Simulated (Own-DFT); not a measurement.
# Device materials side by side: how hard are they to compress?

Source: density functional calculations with Own-DFT, an unreviewed in-house program that is no longer used. Nothing was measured or relaxed, and spin and spin-orbit coupling are left out.

Keep in mind (not all hold for every row): forces on such cells moved up to 12 meV/angstrom on a denser k mesh; k mesh not checked against a denser one; forces on such cells passed a denser k mesh, each cell not checked; stress not checked against mesh or cutoff.

All runs are PBE with PseudoDojo norm-conserving files; cutoff and k mesh are each material's own. Every cell starts from measured lattice constants and was given uniform random strains and small random moves of its atoms. Each triple is the change of volume in per cent, the rms move u in Å and the pressure in GPa.

- 2H SiC (C36Si36), 10.36 Å³/atom unstrained: (-2.91, 0.052, 13.43); (-1.96, 0.053, 10.50); (-0.22, 0.050, 6.09); (-0.22, 0.055, 6.67); (0.20, 0.048, 4.64); (0.52, 0.046, 3.70); (3.39, 0.050, -1.92)
- wurtzite AlN (Al64N64), 10.45 Å³/atom unstrained: (-2.37, 0.051, 11.13); (-0.90, 0.052, 7.87); (0.43, 0.050, 4.82); (0.50, 0.050, 4.51); (0.83, 0.050, 4.24); (2.17, 0.050, 1.04); (2.68, 0.054, 0.77)
- wurtzite GaN (Ga48N48), 11.42 Å³/atom unstrained: (-3.96, 0.051, 16.53); (-0.90, 0.050, 9.40); (-0.46, 0.052, 8.88); (-0.33, 0.048, 8.34); (1.35, 0.048, 5.29); (2.77, 0.052, 2.46); (3.66, 0.050, 1.45)
- diamond silicon (Si64), 20.02 Å³/atom unstrained: (-3.11, 0.049, 6.21); (-2.31, 0.052, 4.98); (-0.76, 0.052, 3.33); (0.71, 0.052, 2.32); (1.02, 0.049, 1.51); (1.27, 0.052, 1.55); (3.00, 0.049, -0.15)
- zincblende GaP (Ga32P32), 20.24 Å³/atom unstrained: (-1.08, 0.050, 4.52); (-1.01, 0.052, 4.59); (-0.82, 0.048, 4.33); (-0.05, 0.053, 3.37); (0.61, 0.052, 2.92); (0.71, 0.047, 2.50); (3.10, 0.053, 0.84)
- zincblende InP (In32P32), 25.27 Å³/atom unstrained: withheld
- grey tin (Sn64), 34.15 Å³/atom unstrained: (-2.72, 0.050, 5.36); (-1.44, 0.047, 4.35); (-1.16, 0.052, 4.42); (-1.08, 0.045, 4.30); (0.55, 0.050, 3.61); (0.70, 0.050, 3.34); (1.34, 0.045, 3.00)

## Fit

Fit a line to each set against the fractional change of volume; B is minus its slope, and u is nearly the same within a set. To take it to zero pressure, assume that B rises by 4 GPa for each GPa: B0 = B - 4 x (mean pressure). The bond length of an ideal tetrahedral crystal with the unstrained volume v is d = (√3/4)(8 v)^(1/3). Cohen's empirical rule reads B0 = (1971 - 220 L) d^(-3.5) GPa, with L = 0 for group IV crystals and SiC and 1 for III-V compounds.

```
material,L,d (Å),B (GPa),mean P (GPa),B0 (GPa),rule (GPa)
2H SiC (C36Si36),0,1.888,245 ± 13,6.2,220 ± 13,213
wurtzite AlN (Al64N64),1,1.893,211 ± 8,4.9,192 ± 8,188
wurtzite GaN (Ga48N48),1,1.950,198 ± 8,7.5,168 ± 8,169
diamond silicon (Si64),0,2.352,101 ± 5,2.8,90 ± 5,99
zincblende GaP (Ga32P32),1,2.360,91 ± 6,3.3,78 ± 6,87
zincblende InP (In32P32),1,2.541,?,?,?,67
grey tin (Sn64),0,2.810,55 ± 4,4.1,38 ± 4,53
```

A line through ln[B0/(1971 - 220 L)] against ln d has a slope of -4.3 ± 0.1 and a scatter of 4 %. Against the rule, B0 stands at 103 % for 2H SiC, 102 % for wurtzite AlN, 99 % for wurtzite GaN, 91 % for diamond silicon, 90 % for zincblende GaP, 72 % for grey tin. PBE tends to make silicon and heavier crystals too soft, and the rule itself is only a guide.

## The run left out

Asked: what B0 does the fitted trend give for zincblende InP (In32P32)?

Estimate: 55 GPa. Its own runs give B = 76 ± 2 GPa at a mean pressure of 3.7 GPa, so B0 = 61 GPa. It lies off the trend of the others.
